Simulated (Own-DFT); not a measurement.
# How strain changes the stress of wurtzite AlN, 72 atoms (Al36N36)

Calculated results; nothing here was measured. The program, named Own-DFT, is a retired in-house plane-wave density functional code that no person has reviewed. Each row is one single-point run on a periodic cell that was not relaxed, without spin or spin-orbit coupling.

Settings of every run: PBE; PseudoDojo norm-conserving scalar-relativistic files; cutoff 42 hartree; 4 x 4 x 3 k mesh centred on Gamma; Gaussian smearing of 0.01 eV.

Known limits: k mesh not checked against a denser one; stress not checked against mesh or cutoff.

Unstrained cell vectors in Å: (9.336, 0.000, 0.000); (-4.668, 8.085, 0.000); (0.000, 0.000, 9.964). The unstrained cell has measured lattice constants (interpolated for alloys), not those of this functional. That, the random moves and any unrelaxed bonds set the pressure at no strain. Each run strains this cell uniformly, with the atoms carried along. Every atom was also moved at random, by a Gaussian of width 0.05 Å on each axis. Strain is the symmetric tensor, in per cent. Stress is positive in tension, and the pressure is minus a third of its trace.

| run | e_xx (%) | e_yy (%) | e_zz (%) | s_xx (GPa) | s_yy (GPa) | s_zz (GPa) | P (GPa) | E (meV/atom) |
|---|---|---|---|---|---|---|---|---|
| 1 | 0.00 | 0.00 | -1.25 | -7.02 | -8.00 | -10.54 | 8.52 | 21.7 |
| 2 | 0.00 | 0.00 | 1.00 | -5.14 | -6.16 | -0.64 | 3.98 | 18.1 |
| 3 | 0.00 | 0.00 | 1.25 | -4.69 | -4.48 | 0.11 | 3.02 | 0.0 |
| 4 | 0.00 | 0.00 | 0.75 | -5.32 | -5.17 | -1.58 | 4.02 | 4.5 |
| 5 | 0.00 | 0.00 | -1.75 | -7.02 | -7.27 | -13.87 | 9.39 | 20.0 |
| 6 | 0.00 | 0.00 | -0.75 | -8.91 | -8.56 | -6.83 | 8.10 | 46.9 |
| 7 | 0.00 | 0.00 | 2.50 | -4.73 | -3.56 | 5.12 | 1.05 | 12.6 |
| 8 | 0.00 | 0.00 | 3.00 | -2.39 | -6.12 | 7.42 | 0.36 | 17.5 |
| 9 | 0.00 | 0.00 | -1.00 | ? | ? | ? | ? | ? |

E is the free energy for each atom above the lowest run shown.

## Worked fit

The change of volume is close to e_xx + e_yy + e_zz. A straight line through the runs shown gives P = 5.99 - 200 x (fractional change of volume) GPa, with an error of 9 on the slope and a scatter of 0.40 GPa. The strain isn't the same on all axes and the cell isn't cubic, so the slope belongs to this path and is not the bulk modulus.

## Withheld run

Question: what pressure should run 9 give? Its volume changes by -1.00 %.

The line gives 8.0 GPa. The calculation gave 8.11 GPa.
